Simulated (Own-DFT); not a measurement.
Simulation results for SiC (4H silicon carbide, atoms displaced)

Computed with Own-DFT development build. A calculation, not a measurement: plane-wave PBE density functional theory by an unreviewed code, no spin, of a simulated periodic cell, stress positive in tension, free energy of the whole cell less one offset for each atom, forces on such cells passed a denser k mesh, this cell's mesh not checked; offsets are fitted by least squares, one for each functional and potential file, so energies compare only between cells with the same atoms and settings and are not formation energies; the far tail of each file's local potential was reset to the Coulomb form; each entry is a single point on an unrelaxed cell, so the pressure reflects the starting lattice, mostly measured values (interpolated for alloys), from which strain is counted, and rises with the displacements; printed positions are rounded, which can move forces by about a meV/angstrom; the program, named Own-DFT, is a retired in-house code; no spin-orbit coupling.

Common to all runs: functional PBE; potential files PseudoDojo norm-conserving, scalar-relativistic, standard set; wave cutoff 42 hartree; occupations Fermi-Dirac; smearing width 0.1 eV; hardware one NVIDIA H100; k mesh 4 x 4 x 3 centred on Gamma.

```yaml
- entry: 1
  formula: SiC
  kind: "4H silicon carbide, atoms displaced"
  structure:
    cell_angstrom: [[9.2481, 0.0, 0.0], [-4.6241, 8.0091, 0.0], [0.0, 0.0, 10.0681]]
    atoms_fractional:
      - [Si, 0.99184, 0.9974, 0.40504]
      - [Si, 0.11476, 0.22035, 0.15706]
      - [C, 0.9959, 0.99649, 0.09521]
      - [C, 0.1103, 0.22307, 0.34603]
      - [Si, 0.99991, 0.33506, 0.40276]
      - [Si, 0.10654, 0.55293, 0.15263]
      - [C, 0.00805, 0.33789, 0.09512]
      - [C, 0.11548, 0.56016, 0.34829]
      - [Si, 0.99603, 0.66694, 0.40578]
      - [Si, 0.11321, 0.88665, 0.15426]
      - [C, 0.99526, 0.66689, 0.09571]
      - [C, 0.10446, 0.88678, 0.34231]
      - [Si, 0.33705, 0.00547, 0.40714]
      - [Si, 0.44367, 0.21914, 0.15897]
      - [C, 0.33467, 0.99884, 0.08851]
      - [C, 0.44464, 0.22474, 0.34184]
      - [Si, 0.32809, 0.33167, 0.40479]
      - [Si, 0.45036, 0.56512, 0.15752]
      - [C, 0.33992, 0.33382, 0.09366]
      - [C, 0.44615, 0.55281, 0.3417]
      - [Si, 0.32992, 0.65982, 0.40094]
      - [Si, 0.44218, 0.8861, 0.15741]
      - [C, 0.32946, 0.65704, 0.09436]
      - [C, 0.44246, 0.88941, 0.34486]
      - [Si, 0.6672, 0.99861, 0.40525]
      - [Si, 0.77232, 0.22186, 0.16444]
      - [C, 0.66331, 0.00127, 0.08989]
      - [C, 0.7778, 0.22376, 0.34139]
      - [Si, 0.66449, 0.33457, 0.40341]
      - [Si, 0.77392, 0.55608, 0.15584]
      - [C, 0.66082, 0.33345, 0.08712]
      - [C, 0.77832, 0.55498, 0.34199]
      - [Si, 0.66549, 0.66025, 0.40464]
      - [Si, 0.77783, 0.88568, 0.15488]
      - [C, 0.66584, 0.66431, 0.09406]
      - [C, 0.78358, 0.89185, 0.34634]
      - [Si, 0.99996, 0.99709, 0.9091]
      - [Si, 0.89123, 0.77851, 0.65045]
      - [C, 0.00375, 0.99825, 0.59579]
      - [C, 0.89671, 0.78106, 0.84176]
      - [Si, 0.00046, 0.66383, 0.90369]
      - [Si, 0.88628, 0.44277, 0.65406]
      - [C, 0.00058, 0.66692, 0.59389]
      - [C, 0.89402, 0.45171, 0.83923]
      - [Si, 0.99975, 0.32946, 0.90689]
      - [Si, 0.89353, 0.11769, 0.65666]
      - [C, 0.9965, 0.33447, 0.59661]
      - [C, 0.88659, 0.10901, 0.84416]
      - [Si, 0.6671, 0.99984, 0.90051]
      - [Si, 0.55431, 0.77437, 0.65401]
      - [C, 0.66625, 0.99893, 0.59682]
      - [C, 0.55449, 0.77938, 0.8447]
      - [Si, 0.66531, 0.67031, 0.90893]
      - [Si, 0.55624, 0.44396, 0.66272]
      - [C, 0.66857, 0.66399, 0.58952]
      - [C, 0.56208, 0.43844, 0.8493]
      - [Si, 0.66463, 0.33027, 0.90579]
      - [Si, 0.55514, 0.11277, 0.65788]
      - [C, 0.66542, 0.3307, 0.59488]
      - [C, 0.55857, 0.11529, 0.84623]
      - [Si, 0.33876, 0.00874, 0.90206]
      - [Si, 0.22159, 0.7735, 0.65712]
      - [C, 0.33603, 0.00057, 0.59282]
      - [C, 0.22371, 0.78262, 0.84506]
      - [Si, 0.33435, 0.66561, 0.90789]
      - [Si, 0.22605, 0.45502, 0.65649]
      - [C, 0.33358, 0.66511, 0.5929]
      - [C, 0.2231, 0.44197, 0.84494]
      - [Si, 0.3344, 0.33606, 0.9087]
      - [Si, 0.21928, 0.10996, 0.65829]
      - [C, 0.33325, 0.32784, 0.5938]
      - [C, 0.22716, 0.11536, 0.84085]
  results:
    "free_energy_of_cell_above_offsets [eV]": "-10.701"
    "pressure [GPa]": 3.67
    "stress_xx [GPa]": -3.25
    "stress_yy [GPa]": -3.38
    "stress_zz [GPa]": -4.38
    "stress_yz [GPa]": -0.09
    "stress_xz [GPa]": -0.53
    "stress_xy [GPa]": -0.17
    force_element: [Si, Si, C, C, Si, Si, C, C, Si, Si, C, C, Si, Si, C, C, Si, Si, C, C, Si, Si, C, C, Si, Si, C, C, Si, Si, C, C, Si, Si, C, C, Si, Si, C, C, Si, Si, C, C, Si, Si, C, C, Si, Si, C, C, Si, Si, C, C, Si, Si, C, C, Si, Si, C, C, Si, Si, C, C, Si, Si, C, C]
    "force_x [eV/angstrom]": [2.351, -0.295, 0.905, -0.303, 0.012, 0.259, -1.186, -1.306, 1.077, -0.537, 0.701, 0.907, -0.82, -0.046, -0.336, -0.089, 0.934, 0.022, -0.948, -0.472, 0.645, 0.058, -0.544, 0.536, -0.379, 0.679, 0.776, -0.229, 0.299, 0.725, 1.167, -0.233, -0.24, -0.901, -0.31, -2.014, 0.202, -0.157, -1.36, -1.344, -0.277, -0.139, 0.014, 0.062, -0.503, 0.063, 0.996, 0.717, -0.405, 0.433, 0.208, 0.313, 1.502, 0.064, -0.473, -2.583, 1.774, 0.321, -0.255, 0.28, -0.151, -0.225, -0.494, 0.743, -0.744, 0.482, 0.062, -0.259, 0.895, 0.982, -0.736, -0.877]
    "force_y [eV/angstrom]": [1.021, 0.496, 0.464, -0.457, 0.192, 0.632, -1.625, -1.035, 0.349, 0.405, -0.515, 0.742, -1.055, 0.186, -0.052, -0.245, 0.043, -2.368, 0.161, 0.354, 1.513, 0.063, 1.732, -0.344, 0.083, 0.26, -0.455, -0.218, -0.257, -0.791, 0.015, -0.336, 0.985, 0.849, 0.994, -1.602, 0.625, -0.171, 0.578, -0.683, 1.054, 0.508, -0.365, -1.953, 0.751, -1.422, 0.464, 0.22, 0.392, 0.453, 0.274, -0.706, -0.582, -0.415, -0.035, 1.908, 0.719, -0.444, 0.533, -0.713, -1.083, 1.024, -0.317, -0.51, 0.115, -2.724, 0.768, 0.735, -0.494, 0.046, 1.391, -0.125]
    "force_z [eV/angstrom]": [0.907, -0.24, -0.223, -0.416, 0.958, 1.095, -0.068, -1.37, 0.198, 0.225, -0.842, 0.271, -0.119, -1.384, 0.894, 0.562, 0.679, -0.38, 0.577, 0.435, 1.073, -0.758, -0.023, -0.127, 0.58, -3.404, 0.777, 1.788, 0.923, -0.458, 2.146, 0.076, 0.151, 0.282, 0.056, -0.915, -0.83, 1.279, -0.9, 0.224, 0.55, 0.213, -0.558, 0.965, -0.084, 0.024, -1.159, 0.085, 1.107, 0.131, -0.619, -0.436, -1.031, -1.016, 0.873, -0.729, 0.006, -0.238, -0.684, -0.935, 0.423, -0.28, 0.501, 0.028, -0.262, 0.12, -0.649, -0.172, -0.386, -0.744, 0.014, 1.238]
    "wall_time [s]": 355.4
- entry: 2
  formula: SiC
  kind: "4H silicon carbide, atoms displaced"
  structure:
    cell_angstrom: [[9.2481, 0.0, 0.0], [-4.6241, 8.0091, 0.0], [0.0, 0.0, 10.0681]]
    atoms_fractional:
      - [Si, 0.99935, 0.00064, 0.40217]
      - [Si, 0.11089, 0.2224, 0.15619]
      - [C, 0.99953, 0.9963, 0.0952]
      - [C, 0.11618, 0.22606, 0.34471]
      - [Si, 0.00036, 0.33655, 0.40688]
      - [Si, 0.11093, 0.55175, 0.1543]
      - [C, 0.99548, 0.33101, 0.09046]
      - [C, 0.1135, 0.558, 0.34503]
      - [Si, 0.99658, 0.67011, 0.40844]
      - [Si, 0.10743, 0.888, 0.16141]
      - [C, 0.99781, 0.66563, 0.09417]
      - [C, 0.09923, 0.88436, 0.33774]
      - [Si, 0.33691, 0.00031, 0.40644]
      - [Si, 0.44646, 0.22569, 0.15826]
      - [C, 0.32887, 0.00034, 0.09548]
      - [C, 0.44418, 0.22165, 0.34765]
      - [Si, 0.34313, 0.32527, 0.40523]
      - [Si, 0.44586, 0.56029, 0.15181]
      - [C, 0.33078, 0.33124, 0.09614]
      - [C, 0.44542, 0.55632, 0.34762]
      - [Si, 0.33347, 0.66754, 0.40778]
      - [Si, 0.44106, 0.88099, 0.15938]
      - [C, 0.3344, 0.6686, 0.09572]
      - [C, 0.44063, 0.89099, 0.34333]
      - [Si, 0.66603, 0.00557, 0.40597]
      - [Si, 0.77546, 0.21685, 0.15439]
      - [C, 0.66866, 0.99953, 0.0947]
      - [C, 0.77981, 0.22456, 0.3461]
      - [Si, 0.66105, 0.33047, 0.40896]
      - [Si, 0.77817, 0.55292, 0.15107]
      - [C, 0.66751, 0.33416, 0.09537]
      - [C, 0.77302, 0.55129, 0.33723]
      - [Si, 0.66542, 0.667, 0.40724]
      - [Si, 0.77647, 0.88536, 0.15903]
      - [C, 0.67383, 0.67311, 0.09352]
      - [C, 0.77973, 0.88815, 0.34271]
      - [Si, 0.00299, 0.99728, 0.90126]
      - [Si, 0.88598, 0.77759, 0.65803]
      - [C, 0.00016, 0.0001, 0.59952]
      - [C, 0.89172, 0.78258, 0.84432]
      - [Si, 0.0015, 0.66831, 0.91041]
      - [Si, 0.89098, 0.44207, 0.65805]
      - [C, 0.00211, 0.67023, 0.59495]
      - [C, 0.88863, 0.44206, 0.84044]
      - [Si, 0.00106, 0.32739, 0.905]
      - [Si, 0.88433, 0.10574, 0.65468]
      - [C, 0.00245, 0.33337, 0.59602]
      - [C, 0.89234, 0.11253, 0.84129]
      - [Si, 0.66316, 0.99843, 0.90293]
      - [Si, 0.56641, 0.79114, 0.65143]
      - [C, 0.66985, 0.00466, 0.59553]
      - [C, 0.55203, 0.77672, 0.84828]
      - [Si, 0.67103, 0.67077, 0.90859]
      - [Si, 0.55801, 0.44371, 0.65386]
      - [C, 0.66862, 0.66991, 0.59636]
      - [C, 0.55759, 0.44647, 0.84496]
      - [Si, 0.65949, 0.33155, 0.90541]
      - [Si, 0.55638, 0.10693, 0.65251]
      - [C, 0.67467, 0.33979, 0.59359]
      - [C, 0.55573, 0.11275, 0.84293]
      - [Si, 0.33308, 0.99432, 0.90304]
      - [Si, 0.22243, 0.77833, 0.65411]
      - [C, 0.33317, 0.00529, 0.59759]
      - [C, 0.2174, 0.78165, 0.84552]
      - [Si, 0.32665, 0.66301, 0.90638]
      - [Si, 0.22362, 0.45267, 0.65421]
      - [C, 0.33125, 0.66288, 0.5922]
      - [C, 0.22243, 0.44454, 0.84126]
      - [Si, 0.3416, 0.33919, 0.90468]
      - [Si, 0.22019, 0.11115, 0.6536]
      - [C, 0.33009, 0.33171, 0.59197]
      - [C, 0.22194, 0.1168, 0.84527]
  results:
    "free_energy_of_cell_above_offsets [eV]": "-10.363"
    "pressure [GPa]": 3.82
    "stress_xx [GPa]": -3.24
    "stress_yy [GPa]": -4.19
    "stress_zz [GPa]": -4.01
    "stress_yz [GPa]": -0.52
    "stress_xz [GPa]": 0.31
    "stress_xy [GPa]": -0.05
    force_element: [Si, Si, C, C, Si, Si, C, C, Si, Si, C, C, Si, Si, C, C, Si, Si, C, C, Si, Si, C, C, Si, Si, C, C, Si, Si, C, C, Si, Si, C, C, Si, Si, C, C, Si, Si, C, C, Si, Si, C, C, Si, Si, C, C, Si, Si, C, C, Si, Si, C, C, Si, Si, C, C, Si, Si, C, C, Si, Si, C, C]
    "force_x [eV/angstrom]": [-0.134, -0.217, -0.557, -0.169, 0.88, -0.732, 0.792, -0.662, 0.315, 0.364, 0.829, 1.718, -1.98, -0.123, 1.075, 1.695, -3.979, 0.838, 0.427, 0.041, 0.099, -0.549, -0.374, 1.266, 0.922, -0.226, -0.649, -0.504, 1.393, -0.329, -0.19, 0.048, 0.513, 0.395, -0.659, -1.294, -0.75, 1.001, -0.389, 0.076, -0.715, 0.145, -0.385, -0.228, -0.822, 1.403, -0.469, -0.631, 0.841, -0.977, -0.328, 0.174, -0.334, -0.907, -0.141, 0.146, 1.643, -1.116, -0.66, -0.046, -1.143, -0.174, 0.979, 1.281, 0.279, 0.854, 0.309, 0.179, -1.292, -0.259, 0.797, 1.37]
    "force_y [eV/angstrom]": [0.534, -0.604, 0.587, -0.358, -0.014, 0.341, -0.018, 0.064, -1.136, -0.028, 0.034, 0.835, -0.417, -0.823, -0.295, -1.316, 2.322, -0.854, 1.162, -0.22, -0.52, 2.255, -0.964, -0.459, -0.833, 0.75, -0.806, -0.137, 1.158, 0.499, -0.736, 0.28, -0.139, 1.281, -1.516, 0.295, 1.202, 0.19, -0.532, -1.379, -0.725, 0.875, -0.497, 0.23, 0.856, 1.857, -0.271, -1.269, 0.518, -2.964, -0.162, 0.108, 0.067, 0.162, -0.265, 0.642, 0.325, 1.807, -1.333, -0.632, 1.981, 0.104, -1.038, -1.353, 0.729, -2.104, 2.499, 0.197, -0.899, 0.829, 0.553, -0.509]
    "force_z [eV/angstrom]": [0.986, 0.022, -0.592, -0.007, 0.242, 0.647, 0.461, -0.227, -0.778, -2.305, 0.135, 2.638, 0.111, -0.494, 0.001, -1.095, 0.792, 1.322, -0.671, -0.826, -0.504, -0.994, -0.813, 0.852, -0.583, 0.489, -0.213, -0.416, -0.719, 0.841, -0.695, 1.512, -0.476, -0.75, -0.188, 1.014, 1.483, 0.009, -1.847, -0.041, -0.974, -0.498, -0.115, 1.542, -0.456, 0.676, -0.637, 0.296, 0.939, 1.631, -1.458, -1.209, -0.543, 0.556, -0.597, -0.436, 0.174, 1.173, -0.014, -0.332, 1.141, 0.541, -1.295, -0.72, -0.213, 0.295, 0.217, 0.618, 0.434, 1.366, 0.175, -0.602]
    "wall_time [s]": 376.8
- entry: 3
  formula: SiC
  kind: "4H silicon carbide, atoms displaced"
  structure:
    cell_angstrom: [[9.2481, 0.0, 0.0], [-4.6241, 8.0091, 0.0], [0.0, 0.0, 10.0681]]
    atoms_fractional:
      - [Si, 0.99859, 0.99544, 0.40764]
      - [Si, 0.11121, 0.22538, 0.15431]
      - [C, 0.00492, 0.99991, 0.09585]
      - [C, 0.10968, 0.21823, 0.34517]
      - [Si, 0.99828, 0.33125, 0.40662]
      - [Si, 0.11197, 0.55527, 0.15795]
      - [C, 0.99998, 0.33649, 0.09907]
      - [C, 0.11269, 0.56047, 0.34072]
      - [Si, 0.00483, 0.67591, 0.4135]
      - [Si, 0.10285, 0.88104, 0.15608]
      - [C, 0.00141, 0.66968, 0.09718]
      - [C, 0.11177, 0.88609, 0.34005]
      - [Si, 0.33155, 0.9998, 0.40439]
      - [Si, 0.43932, 0.22255, 0.15179]
      - [C, 0.33422, 0.99763, 0.0912]
      - [C, 0.43844, 0.21886, 0.34222]
      - [Si, 0.32962, 0.32776, 0.40837]
      - [Si, 0.44239, 0.55467, 0.15334]
      - [C, 0.3259, 0.33102, 0.09325]
      - [C, 0.43761, 0.55605, 0.34572]
      - [Si, 0.32774, 0.66481, 0.41171]
      - [Si, 0.45064, 0.88341, 0.15625]
      - [C, 0.33219, 0.66453, 0.09696]
      - [C, 0.45097, 0.89256, 0.3449]
      - [Si, 0.67326, 0.00466, 0.40842]
      - [Si, 0.7778, 0.23114, 0.15352]
      - [C, 0.66487, 0.99975, 0.09674]
      - [C, 0.77537, 0.22453, 0.34125]
      - [Si, 0.66509, 0.33467, 0.40565]
      - [Si, 0.78077, 0.55929, 0.15385]
      - [C, 0.66721, 0.33256, 0.09456]
      - [C, 0.77756, 0.55914, 0.34049]
      - [Si, 0.66559, 0.67005, 0.40757]
      - [Si, 0.7767, 0.88407, 0.16126]
      - [C, 0.66184, 0.66539, 0.09654]
      - [C, 0.77444, 0.88166, 0.33862]
      - [Si, 0.00371, 0.00477, 0.90341]
      - [Si, 0.89084, 0.77861, 0.6532]
      - [C, 0.99753, 0.00086, 0.5946]
      - [C, 0.88827, 0.78064, 0.84354]
      - [Si, 0.00472, 0.67034, 0.90805]
      - [Si, 0.89314, 0.44856, 0.65514]
      - [C, 0.99683, 0.66703, 0.59223]
      - [C, 0.89055, 0.44399, 0.83888]
      - [Si, 0.00018, 0.33111, 0.9045]
      - [Si, 0.88662, 0.11431, 0.65709]
      - [C, 0.99596, 0.33276, 0.60066]
      - [C, 0.89234, 0.11514, 0.84566]
      - [Si, 0.66631, 0.00052, 0.90483]
      - [Si, 0.55046, 0.77653, 0.66025]
      - [C, 0.66562, 0.00215, 0.59231]
      - [C, 0.55724, 0.77829, 0.84616]
      - [Si, 0.66449, 0.66574, 0.90828]
      - [Si, 0.55981, 0.44367, 0.6547]
      - [C, 0.67061, 0.66376, 0.59241]
      - [C, 0.55877, 0.44687, 0.84302]
      - [Si, 0.6654, 0.33601, 0.91014]
      - [Si, 0.55115, 0.10781, 0.65591]
      - [C, 0.66409, 0.33703, 0.59294]
      - [C, 0.55884, 0.11432, 0.8447]
      - [Si, 0.33232, 0.9995, 0.91144]
      - [Si, 0.22473, 0.78462, 0.65639]
      - [C, 0.33692, 0.00225, 0.58792]
      - [C, 0.22325, 0.77688, 0.84787]
      - [Si, 0.33521, 0.66637, 0.90825]
      - [Si, 0.22502, 0.44849, 0.6606]
      - [C, 0.33606, 0.66292, 0.5908]
      - [C, 0.22359, 0.44637, 0.8417]
      - [Si, 0.32901, 0.32761, 0.90636]
      - [Si, 0.22267, 0.10943, 0.65298]
      - [C, 0.3361, 0.3371, 0.59645]
      - [C, 0.22471, 0.11356, 0.84132]
  results:
    "free_energy_of_cell_above_offsets [eV]": "-10.701"
    "pressure [GPa]": 3.72
    "stress_xx [GPa]": -2.5
    "stress_yy [GPa]": -3.28
    "stress_zz [GPa]": -5.37
    "stress_yz [GPa]": 0.0
    "stress_xz [GPa]": -0.03
    "stress_xy [GPa]": 0.33
    force_element: [Si, Si, C, C, Si, Si, C, C, Si, Si, C, C, Si, Si, C, C, Si, Si, C, C, Si, Si, C, C, Si, Si, C, C, Si, Si, C, C, Si, Si, C, C, Si, Si, C, C, Si, Si, C, C, Si, Si, C, C, Si, Si, C, C, Si, Si, C, C, Si, Si, C, C, Si, Si, C, C, Si, Si, C, C, Si, Si, C, C]
    "force_x [eV/angstrom]": [-0.241, -0.365, -1.323, -0.527, -0.09, -0.318, 0.053, -0.448, -0.318, 1.446, 0.246, -0.411, 0.966, 0.62, -0.301, 0.491, -0.149, -0.178, 0.959, 0.929, 0.844, -1.745, 0.033, -0.622, -0.667, 0.963, 1.307, 0.597, -0.331, -0.553, -1.35, 0.303, -0.182, -0.21, 0.768, 0.128, -0.072, -0.875, 0.339, 0.524, -0.918, -1.23, 1.272, -0.357, -0.414, 0.312, 1.008, -0.309, 0.288, 1.625, 0.331, -0.514, 0.641, -1.114, -1.174, -0.694, 0.88, 0.592, 1.59, -0.691, 0.469, 0.375, -0.87, 0.18, -0.246, -0.093, -1.493, 0.187, 0.399, -0.268, -0.175, 0.171]
    "force_y [eV/angstrom]": [0.258, -1.208, 0.09, 0.073, 0.663, 0.6, -0.252, -0.655, -1.887, 1.977, -1.366, 0.693, -0.142, -0.715, -0.252, 0.582, 1.277, -0.376, 0.614, -0.576, 0.722, 0.952, -0.05, -0.624, -0.621, -2.007, 0.565, 0.076, 0.296, -0.542, 1.049, -0.064, -1.579, 1.176, -0.072, 1.613, -0.847, 0.003, 0.013, -0.195, -0.719, -0.701, 0.718, 0.511, 1.252, -0.524, 0.628, -0.905, 0.277, 0.089, -0.489, 0.006, 0.282, 0.531, 0.895, -0.46, 0.022, 1.509, -1.079, -0.524, 0.207, -1.215, -0.459, 0.608, -0.029, -0.996, 0.874, -0.245, 1.465, 0.867, -0.741, -0.914]
    "force_z [eV/angstrom]": [-0.845, 1.139, -0.69, -0.004, 0.0, -0.034, -1.547, 1.822, -2.605, -0.076, -1.263, 1.269, -1.173, 0.899, 1.378, -0.075, -0.24, 1.547, -0.591, -0.225, -2.104, 0.669, -1.062, 0.388, -1.254, 0.888, -0.909, 0.653, -0.364, 0.73, -0.364, 0.935, -0.58, -2.097, -0.869, 2.429, 0.744, 1.038, -0.249, 0.152, -0.389, 0.036, 1.064, 1.702, 0.513, 0.303, -1.603, -0.237, 0.955, -1.034, 0.856, -0.13, -0.254, 0.459, 0.515, 0.607, -1.31, 0.074, -0.189, -0.082, -1.249, 0.13, 0.941, -0.844, 0.128, -1.14, 1.748, 1.399, -0.586, 0.288, -0.228, 0.097]
    "wall_time [s]": 368.1
- entry: 4
  formula: SiC
  kind: "4H silicon carbide, atoms displaced"
  structure:
    cell_angstrom: [[9.2481, 0.0, 0.0], [-4.6241, 8.0091, 0.0], [0.0, 0.0, 10.0681]]
    atoms_fractional:
      - [Si, 0.99757, 0.99335, 0.404]
      - [Si, 0.10719, 0.22802, 0.1515]
      - [C, 0.99682, 0.99823, 0.09012]
      - [C, 0.10618, 0.21871, 0.34611]
      - [Si, 0.99355, 0.3288, 0.40669]
      - [Si, 0.11111, 0.55363, 0.15513]
      - [C, 0.00114, 0.33695, 0.09658]
      - [C, 0.11497, 0.55802, 0.34472]
      - [Si, 0.00474, 0.66412, 0.4077]
      - [Si, 0.11166, 0.89036, 0.15628]
      - [C, 0.9993, 0.66317, 0.09335]
      - [C, 0.10969, 0.88775, 0.34506]
      - [Si, 0.34102, 0.00145, 0.40661]
      - [Si, 0.44412, 0.22055, 0.15787]
      - [C, 0.3356, 0.00275, 0.08544]
      - [C, 0.44952, 0.2269, 0.34281]
      - [Si, 0.33626, 0.33712, 0.40546]
      - [Si, 0.44392, 0.55288, 0.15399]
      - [C, 0.33343, 0.33235, 0.09575]
      - [C, 0.44597, 0.55436, 0.34873]
      - [Si, 0.33224, 0.66802, 0.40633]
      - [Si, 0.44855, 0.89004, 0.16013]
      - [C, 0.33161, 0.66479, 0.09635]
      - [C, 0.45044, 0.88923, 0.34241]
      - [Si, 0.67271, 0.99848, 0.40949]
      - [Si, 0.77804, 0.22609, 0.15792]
      - [C, 0.66664, 0.99439, 0.0906]
      - [C, 0.78194, 0.22036, 0.34948]
      - [Si, 0.66378, 0.32996, 0.40098]
      - [Si, 0.77157, 0.55909, 0.15148]
      - [C, 0.66146, 0.33227, 0.0909]
      - [C, 0.77585, 0.5567, 0.34555]
      - [Si, 0.66599, 0.66396, 0.41189]
      - [Si, 0.7788, 0.88575, 0.15615]
      - [C, 0.66319, 0.66134, 0.09092]
      - [C, 0.77642, 0.88729, 0.33983]
      - [Si, 0.99694, 0.99799, 0.90412]
      - [Si, 0.88864, 0.77156, 0.65993]
      - [C, 0.9987, 0.00444, 0.59197]
      - [C, 0.88954, 0.77805, 0.84359]
      - [Si, 0.00221, 0.66688, 0.90911]
      - [Si, 0.88572, 0.44132, 0.65699]
      - [C, 0.01141, 0.67196, 0.5916]
      - [C, 0.88525, 0.44002, 0.83888]
      - [Si, 0.99933, 0.32774, 0.90537]
      - [Si, 0.88986, 0.11104, 0.66132]
      - [C, 0.99907, 0.33352, 0.59351]
      - [C, 0.88676, 0.11524, 0.84658]
      - [Si, 0.66657, 0.99781, 0.90043]
      - [Si, 0.55998, 0.78357, 0.65245]
      - [C, 0.66892, 0.01056, 0.59425]
      - [C, 0.55603, 0.77848, 0.84685]
      - [Si, 0.66578, 0.6683, 0.90464]
      - [Si, 0.55494, 0.44363, 0.65982]
      - [C, 0.66241, 0.66824, 0.59244]
      - [C, 0.55488, 0.44663, 0.84248]
      - [Si, 0.66796, 0.32929, 0.91149]
      - [Si, 0.55389, 0.10454, 0.66121]
      - [C, 0.6602, 0.32278, 0.59709]
      - [C, 0.56183, 0.11302, 0.84638]
      - [Si, 0.32919, 0.00669, 0.90844]
      - [Si, 0.21684, 0.77516, 0.65903]
      - [C, 0.33397, 0.00152, 0.59142]
      - [C, 0.22276, 0.77607, 0.84646]
      - [Si, 0.32867, 0.66034, 0.90623]
      - [Si, 0.21671, 0.44654, 0.65407]
      - [C, 0.33271, 0.66849, 0.59408]
      - [C, 0.2245, 0.44593, 0.85268]
      - [Si, 0.32815, 0.33216, 0.90991]
      - [Si, 0.23142, 0.11893, 0.65762]
      - [C, 0.32856, 0.33241, 0.59478]
      - [C, 0.22326, 0.11056, 0.84296]
  results:
    "free_energy_of_cell_above_offsets [eV]": "-10.286"
    "pressure [GPa]": 3.86
    "stress_xx [GPa]": -3.55
    "stress_yy [GPa]": -2.89
    "stress_zz [GPa]": -5.14
    "stress_yz [GPa]": -0.41
    "stress_xz [GPa]": -0.2
    "stress_xy [GPa]": 0.32
    force_element: [Si, Si, C, C, Si, Si, C, C, Si, Si, C, C, Si, Si, C, C, Si, Si, C, C, Si, Si, C, C, Si, Si, C, C, Si, Si, C, C, Si, Si, C, C, Si, Si, C, C, Si, Si, C, C, Si, Si, C, C, Si, Si, C, C, Si, Si, C, C, Si, Si, C, C, Si, Si, C, C, Si, Si, C, C, Si, Si, C, C]
    "force_x [eV/angstrom]": [-0.395, 1.398, 0.407, 0.581, 1.834, -0.168, -0.954, -0.337, -1.132, 0.198, -0.589, 1.242, -1.058, -0.471, -0.107, -0.716, -0.793, -0.387, -0.394, -0.448, 0.819, -0.273, 0.307, -0.385, -0.656, 0.27, -0.135, -1.765, 0.884, 1.853, 0.786, 0.881, -0.11, -0.734, -0.63, 0.462, 0.209, -0.346, 0.953, 0.042, -0.238, -0.111, -2.419, 0.58, -0.919, -0.06, -0.371, 1.236, -0.543, -0.834, 1.403, -0.284, 0.279, -0.297, 1.421, 0.197, -0.708, -1.167, -0.182, -1.434, 2.358, 1.677, 0.317, -0.434, 0.368, 1.18, 0.113, -0.847, 1.51, -1.246, 0.567, -1.25]
    "force_y [eV/angstrom]": [1.129, -1.47, 0.47, 0.39, 1.112, 0.81, -0.44, -1.035, 0.423, -0.18, 0.462, 0.019, -0.027, -0.066, -0.447, -1.204, -1.138, 0.335, -0.281, 0.64, -0.303, -0.24, 0.294, 0.31, 0.281, -1.188, 1.082, -0.178, 0.783, -0.923, 0.359, -0.332, 0.43, 0.073, 1.182, -0.597, 0.295, 1.369, -1.115, -0.398, -0.65, 0.109, -1.783, 0.689, 1.878, 0.549, -0.172, -1.347, 0.028, -0.364, -1.864, -0.392, -0.523, -0.343, -0.355, -0.652, 0.871, 1.126, 1.641, -0.776, -1.335, 1.328, -0.449, 0.599, 1.877, -0.17, 0.349, -1.168, 0.251, -1.38, 1.098, 0.642]
    "force_z [eV/angstrom]": [0.529, 1.663, 0.324, -0.851, 0.35, 0.714, -1.197, -0.326, -0.763, -0.291, 0.37, -0.318, -0.328, -0.621, 2.987, -0.024, 0.405, 1.055, -0.157, -1.012, 0.091, -1.825, -0.351, 1.023, -0.665, -0.143, 0.408, -1.446, 1.77, 1.208, 1.512, -0.329, -1.439, -0.638, -0.095, 1.188, -0.021, -1.459, 0.847, 0.511, -0.793, -0.923, 0.49, 1.888, 0.555, -1.186, 0.349, -0.467, 1.785, 1.012, 0.129, -1.223, -0.124, -1.0, 1.099, 1.283, -2.051, -0.339, -1.001, -0.018, -1.416, 0.068, 0.967, -0.106, 0.828, 0.7, 0.081, -1.898, -0.529, -0.908, -0.148, 0.242]
    "wall_time [s]": 354.5
```
